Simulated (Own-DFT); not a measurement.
# Point defects and the pressure they add: zincblende InP

Everything here is calculated. The program is Own-DFT (plane waves, in-house, since retired, never reviewed by a person); positions were held fixed, and spin and spin-orbit coupling were off.

Settings: PBE; PseudoDojo norm-conserving scalar-relativistic files; cutoff 36 hartree; 3 x 3 x 3 k mesh centred on Gamma; Fermi-Dirac smearing of 0.1 eV.

Known weak points (not all hold for every row): not probed for a lower state with spin; forces on such cells moved up to 12 meV/angstrom on a denser k mesh; stress not checked against mesh or cutoff.

All runs share one cell, with vectors in Å (11.737, 0.000, 0.000); (0.000, 11.737, 0.000); (0.000, 0.000, 11.737) and a volume of 1617.0 Å³. Atoms were moved at random from their sites; u is the rms move along one axis. The defect's site can differ from row to row.

```
                                      cell  formula   u (Å)  P (GPa)
                                 no defect  In32P32  0.0199     3.21
                                 no defect  In32P32  0.0464     3.50
                                 no defect  In32P32  0.0491     3.54
one In on a P site and one P on an In site  In32P32  0.0307     3.62
one In on a P site and one P on an In site  In32P32  0.0513     3.95
one In on a P site and one P on an In site  In32P32  0.0533     3.97
                           two P vacancies  In32P30  0.0299        ?
                           two P vacancies  In32P30  0.0301     2.87
                           two P vacancies  In32P30  0.0302     2.89
                           two P vacancies  In32P30  0.0303     2.96
```

## Working it out

P = P0 + c u² + a shift for each defect gives P0 = 3.13 GPa, c = 176 ± 16 GPa/Å² and a scatter of 0.03 GPa. The shifts, and each times the cell's volume:

- one In on a P site and one P on an In site: 0.34 ± 0.03 GPa, 3.5 eV
- two P vacancies: -0.38 ± 0.03 GPa, -3.8 eV (-1.9 eV for each of its 2 sites)

A positive shift means that the defect pushes the cell outwards. Shift times volume (160.2 GPa Å³ is 1 eV) depends little on the cell's size, so, taken for each site, it can be compared between cells at like pressure. The atoms around the defects weren't relaxed, which would change these numbers.

## Test on the hidden row

Q: what pressure belongs in the blank (two P vacancies, u = 0.0299 Å)?

Estimate: 2.91 ± 0.04 GPa. The calculation gave 2.91 GPa.
